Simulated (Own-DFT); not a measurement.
# Forces on the neighbours of a vacancy: 2H SiC, 71 atoms (C36Si35), with one Si vacancy

Calculated results; nothing here was measured. They come from Own-DFT, an in-house plane-wave density functional program, since retired, whose code no person has reviewed. Each row is one single-point run on a periodic cell that was not relaxed, without spin or spin-orbit coupling.

Settings of every run: PBE; PseudoDojo norm-conserving scalar-relativistic files; cutoff 42 hartree; 4 x 4 x 3 k mesh centred on Gamma; Fermi-Dirac smearing of 0.1 eV.

Known limits: a neutral cation vacancy leaves holes that likely carry spin, which these runs leave out; not probed for a lower state with spin; forces on such cells moved up to 12 meV/angstrom on a denser k mesh; stress not checked against mesh or cutoff.

Cell vectors in Å: (9.248, 0.000, 0.000); (-4.624, 8.009, 0.000); (0.000, 0.000, 10.068). Every atom was also moved at random, by a Gaussian of width 0.05 Å on each axis. The defect's site can differ from row to row. The empty site has 4 nearest neighbours, all C. For each, d is its distance from the empty site and R the part of its force along the line away from it, positive outwards. The last column is the rms force component on atoms over 4.5 Å away.

```
run  d1 (Å)  d2 (Å)  d3 (Å)  d4 (Å)  R1 (eV/Å)  R2 (eV/Å)  R3 (eV/Å)  R4 (eV/Å)  far F (eV/Å)
  1   1.794   1.812   1.902   1.925       2.19       2.81       1.72       0.75          1.24
  2   1.810   1.851   1.904   1.911       1.72       2.52       1.35       1.31          1.53
  3   1.855   1.877   1.881   1.942       1.61       1.32       0.98       0.79          1.63
  4   1.798   1.869   1.888   1.891       2.43       1.96       2.03       1.20          1.44
  5   1.851   1.907   1.909   1.994       1.47       0.40       1.09       0.79          1.32
  6   1.831   1.855   1.889   1.914       1.98       1.64       1.51      -0.12          1.35
  7   1.834   1.903   1.915   1.916       2.02       1.11       1.01       1.02          1.37
  8   1.866   1.883   1.923   1.985       0.66       1.16       1.32       0.83          1.49
  9   1.806   1.853   1.861   1.908          ?          ?          ?          ?             ?
```

## Worked fit

A straight line through the 32 neighbours shown gives R = 1.39 - 9.7 (d - 1.884) eV/Å, with a scatter of 0.45 left by the moves of the other atoms. The slope, with an error of 1.7, is the pull back towards the neighbour's own site. The constant, 1.39 ± 0.08 eV/Å, is the force at the mean distance: with one bond gone, the neighbours are pushed outwards, away from the empty site. It shows how a relaxation would start, not where it would end, and it depends somewhat on the width of the random moves.

## Withheld run

Question: what mean R should the neighbours of run 9 feel? Their mean d is 1.857 Å.

The line gives 1.65 ± 0.21 eV/Å, by the scatter of the means of the runs shown. The calculation gave R = 2.78, 1.39, 0.66, 0.94, a mean of 1.44 eV/Å.
